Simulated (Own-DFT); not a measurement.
# Response to strain: wurtzite GaN, 72 atoms (Ga36N36)

No measurement is shown. These are fixed-geometry runs of a retired plane-wave code named Own-DFT, which no person has reviewed; spin and spin-orbit coupling are neglected.

Common settings: PBE; PseudoDojo norm-conserving scalar-relativistic files; cutoff 42 hartree; 4 x 4 x 3 k mesh centred on Gamma; Fermi-Dirac smearing of 0.1 eV.

Known weak points: forces not confirmed at this smearing and k mesh; stress not checked against mesh or cutoff.

Unstrained cell vectors in Å: (9.567, 0.000, 0.000); (-4.784, 8.285, 0.000); (0.000, 0.000, 10.370). The unstrained cell has measured lattice constants (interpolated for alloys), not those of this functional. That, the random moves and any unrelaxed bonds set the pressure at no strain. The cell is deformed uniformly in each run, and the atoms keep their fractional places. Each atom got a random Gaussian move of width 0.05 Å along each axis. Strain is the symmetric tensor, in per cent. Stress is positive in tension, and the pressure is minus a third of its trace.

```
run  e_xx (%)  e_yy (%)  e_zz (%)  e_yz (%)  e_xz (%)  e_xy (%)  s_xx (GPa)  s_yy (GPa)  s_zz (GPa)  s_yz (GPa)  s_xz (GPa)  s_xy (GPa)  P (GPa)  E (meV/atom)
  1      0.25      1.40      1.04     -0.34     -0.90      1.08       -5.57       -0.38       -2.19       -1.02       -2.47        3.03     2.71           0.0
  2     -1.96     -0.50     -0.54     -0.11     -0.39      1.11      -16.06      -12.12      -13.73        0.19       -0.88        2.97    13.97          22.9
  3      1.27      1.31     -1.94     -0.60      0.01      1.51       -1.71       -1.98      -16.97       -1.03       -0.99        3.91     6.89          16.8
  4      0.50     -1.34      0.58     -0.85      1.81     -0.86      -10.18      -10.75       -4.59       -1.21        5.14       -4.41     8.51          17.3
  5     -1.91     -0.72      0.16     -1.05     -0.99      1.04      -16.92      -13.81       -8.00       -3.27       -1.52        2.95    12.91          23.2
  6      0.14     -1.74      1.00     -0.23     -0.28     -0.32       -8.93      -13.12       -5.39       -0.79       -1.09        0.06     9.15          21.6
  7     -1.20     -1.39      0.99     -1.77     -1.12     -0.57      -12.22      -16.38       -5.53       -3.50       -2.20       -2.80    11.38          30.9
  8      0.93     -1.18     -0.29     -0.70     -0.15     -1.04       -5.21      -11.44      -10.18       -0.79       -0.96       -2.81     8.94          23.2
  9     -0.87      0.73      1.59     -0.80      0.57      1.93       -8.34       -5.56       -1.06       -2.14        0.86        5.35     4.99           5.1
 10      1.55     -0.64     -0.10      0.08      1.21      0.33       -1.70      -10.05       -7.82       -0.48        1.74        1.34     6.52          18.5
 11     -0.53      0.08     -0.12     -1.31     -0.65     -1.06      -10.37       -8.41       -9.22       -3.02       -1.88       -3.89     9.33          23.9
 12      0.20      0.12      0.62     -1.80     -0.27      1.03       -6.69       -6.48       -4.94       -4.41       -0.36        4.12     6.04          10.3
 13      0.75      0.32     -0.01      1.51      1.36      1.89       -3.96       -6.38       -7.40        2.08        2.96        5.78     5.91          17.5
 14     -1.17      1.99     -0.66      1.32     -1.75     -1.66      -10.65       -0.62      -10.98        2.54       -3.13       -4.58     7.42          12.4
 15      0.06     -0.55      1.61      0.97     -0.20      1.53           ?           ?           ?           ?           ?           ?        ?             ?
```

The last column gives the free energy per atom over the lowest of the runs shown.

## Working it out

Each stress component was fitted by least squares to a constant and the strains of the runs shown, as fractions, with shears doubled. Shear strains stay in the fit of a normal stress only where such slopes are resolved. The slopes, in GPa:

```
stress,at no strain,per e_xx,per e_yy,per e_zz,scatter
s_xx,-7.8,390 ± 32,125 ± 32,44 ± 42,1.28
s_yy,-7.8,130 ± 28,420 ± 28,57 ± 37,1.13
s_zz,-8.4,71 ± 21,61 ± 21,503 ± 27,0.82
```

The slope of each shear stress on twice its own strain, from a fit on all six strains: yz 95 ± 10, xz 129 ± 13, xy 164 ± 11 GPa. These are stiffnesses along x, y and z of the frame in which the cell vectors are given, with the crystal's c axis along z: C11, C12, C13 and C33. Hexagonal symmetry asks that xx and yy behave alike, which is a second check on the noise. No internal relaxation is included, and where it is allowed it would reduce some of the slopes. Symmetry asks for nearly equal slopes across the diagonal; the mismatch is a measure of noise. A ninth of the table's sum, 200 ± 2 GPa, estimates the bulk modulus near the mean pressure of these runs, 8.2 GPa, so it lies above the value at zero pressure.

## Withheld run

Question: what normal stresses and pressure should run 15 give?

Estimate: s_xx = -7.6, s_yy = -9.2, s_zz = -0.6 and P = 5.8 GPa. The hidden result is -6.09, -8.80, -0.93 and P = 5.27 GPa.
